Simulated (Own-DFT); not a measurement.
# Response to strain: beta-Si3N4, 42 atoms (N24Si18)

The numbers are computed, not measured, by runs of the plane-wave DFT program Own-DFT (in-house, retired, unreviewed) at fixed positions, with no spin and no spin-orbit coupling.

Settings: PBE; PseudoDojo norm-conserving scalar-relativistic files; cutoff 42 hartree; 3 x 3 x 3 k mesh centred on Gamma; Fermi-Dirac smearing of 0.1 eV.

Known weak points: forces on such cells passed a denser k mesh, each cell not checked; stress not checked against mesh or cutoff.

Unstrained cell vectors in Å: (7.606, 0.000, 0.000); (-3.803, 6.587, 0.000); (0.000, 0.000, 8.727). The unstrained cell has measured lattice constants (interpolated for alloys), not those of this functional. That, the random moves and any unrelaxed bonds set the pressure at no strain. The cell is deformed uniformly in each run, and the atoms keep their fractional places. All atoms carry random offsets, Gaussian with a width of 0.05 Å per axis. Stress is counted positive in tension, P = -(s_xx + s_yy + s_zz)/3, and strain components are those of the symmetric tensor.

```
run,e_xx (%),e_yy (%),e_zz (%),e_yz (%),e_xz (%),e_xy (%),s_xx (GPa),s_yy (GPa),s_zz (GPa),s_yz (GPa),s_xz (GPa),s_xy (GPa),P (GPa),E (meV/atom)
1,-1.78,-1.08,1.71,-1.36,-0.57,-1.33,-17.75,-12.79,-1.19,-3.90,-3.30,-6.27,10.57,39.3
2,0.95,0.10,-1.29,-0.23,1.48,1.42,-4.89,-3.54,-18.04,0.50,3.98,4.85,8.83,39.8
3,0.88,-1.85,-0.96,-0.42,-0.21,-1.81,-4.42,-18.43,-18.58,-1.87,-3.64,-6.60,13.81,65.3
4,-1.13,-1.59,1.55,1.24,1.27,1.16,-19.79,-16.55,-2.47,6.59,6.55,4.61,12.94,82.6
5,-1.77,0.72,0.21,-0.46,0.79,0.12,-18.51,-7.28,-7.61,-0.58,5.02,2.10,11.13,72.8
6,1.68,1.55,1.48,-1.76,0.10,-1.81,5.85,3.88,2.19,-5.63,-1.66,-5.59,-3.97,0.0
7,0.26,1.87,1.30,0.13,0.53,-0.29,-1.56,4.91,-1.16,1.46,3.38,-0.75,-0.73,8.6
8,0.56,-1.45,-0.48,0.40,1.87,-1.59,-4.06,-17.98,-15.85,1.37,4.36,-7.17,12.63,68.8
9,0.91,1.23,0.13,-0.49,1.46,-0.51,0.47,-0.35,-4.95,-1.53,3.21,-0.50,1.61,3.2
10,-1.08,1.69,0.77,-1.80,-0.19,-1.36,-6.50,-0.28,-6.48,-5.71,0.95,-4.86,4.42,42.5
11,0.78,-0.02,1.68,1.11,1.24,-1.20,-5.53,-5.07,2.78,3.88,3.51,-4.79,2.61,44.1
12,-0.15,0.31,1.14,0.77,-1.63,-0.77,-8.02,-1.31,-5.18,2.30,-5.76,-2.20,4.83,35.4
13,0.44,0.91,1.48,0.68,0.98,-0.42,-0.55,-0.98,0.00,1.33,4.03,-0.22,0.51,10.3
14,-0.23,-1.21,0.37,-1.66,-1.94,1.87,-9.11,-15.12,-9.92,-7.35,-6.62,3.70,11.38,66.9
15,-1.88,1.41,0.62,-1.20,0.43,0.61,-17.32,0.66,-6.43,-3.13,1.23,3.39,7.70,37.0
16,-1.83,-0.01,0.41,1.28,1.69,-0.78,-21.32,-6.74,-9.02,5.94,5.13,-4.14,12.36,65.7
17,-1.46,1.95,-0.24,-1.22,1.28,-0.01,?,?,?,?,?,?,?,?
```

E is the free energy for each atom above the lowest run shown.

## Fit

Least squares on the runs shown: each stress against a constant and the strains, taken as fractions with shears doubled. Shear strains stay in the fit of a normal stress only where such slopes are resolved. The slopes, in GPa:

| stress | at no strain | per e_xx | per e_yy | per e_zz | scatter |
|---|---|---|---|---|---|
| s_xx | -7.5 | 624 ± 57 | 185 ± 55 | 31 ± 76 | 2.58 |
| s_yy | -7.3 | 90 ± 45 | 575 ± 44 | 83 ± 60 | 2.05 |
| s_zz | -10.5 | 73 ± 34 | 104 ± 33 | 653 ± 45 | 1.53 |

The slope of each shear stress on twice its own strain, from a fit on all six strains: yz 169 ± 14, xz 167 ± 19, xy 178 ± 15 GPa. These are stiffnesses along x, y and z of the frame in which the cell vectors are given, with the crystal's c axis along z: C11, C12, C13 and C33. Hexagonal symmetry asks that xx and yy behave alike, which is a second check on the noise. These are clamped-ion slopes: internal relaxation, where symmetry allows it, would soften some. Symmetry asks for nearly equal slopes across the diagonal; the mismatch is a measure of noise. A ninth of the table's sum, 269 ± 7 GPa, estimates the bulk modulus near the mean pressure of these runs, 6.9 GPa, so it lies above the value at zero pressure.

## The run left out

Question: what normal stresses and pressure should run 17 give?

From the fit: s_xx = -13.1, s_yy = 2.4, s_zz = -11.1 and P = 7.3 GPa. The run itself gave -12.67, 1.40, -11.35 and P = 7.54 GPa.
